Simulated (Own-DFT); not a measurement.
# Which arrangement is lower? C36Si36, 72 atoms

Everything here is calculated. The program is Own-DFT (plane waves, in-house, since retired, never reviewed by a person); positions were held fixed, and spin and spin-orbit coupling were off.

All runs used: PBE; PseudoDojo norm-conserving scalar-relativistic files; cutoff 42 hartree; 4 x 4 x 3 k mesh centred on Gamma; Fermi-Dirac smearing of 0.1 eV.

Keep in mind: forces on such cells passed a denser k mesh, each cell not checked; stress not checked against mesh or cutoff.

All cells hold the same atoms in the same cell, with vectors in Å (9.248, 0.000, 0.000); (-4.624, 8.009, 0.000); (0.000, 0.000, 10.068). u is the rms random offset of the atoms per axis. E is the free energy of the cell above the lowest run. The arrangements:

- A: 2H SiC
- B: 4H SiC

```
arrangement   u (Å)  E (eV)  P (GPa)
          A  0.0289   0.333     3.84
          A  0.0312   0.406     3.87
          A  0.0312   0.557     3.87
          A  0.0562   5.290     5.28
          A  0.0605   7.989     6.22
          A  0.0625   9.645     6.83
          B  0.0283   0.000     3.80
          B  0.0295   0.022     3.66
          B  0.0314   0.175     3.76
          B  0.0568   5.890     5.68
          B  0.0593   6.188     5.84
          B  0.0614   8.198     6.34
```

Asked: what order do the arrangements take when the shaking is discounted?

## Worked answer

Fit E = a + b u², with one b for all and one a for each arrangement, and with residuals divided by u², since the noise grows with the moves. Then b = 2607 eV/Å², the scatter at u = 0.04 Å is 0.35 eV, and against A:

- B: -0.27 ± 0.16 eV (not told apart from A)

The cells share one lattice and weren't relaxed, which can shift such small differences either way.
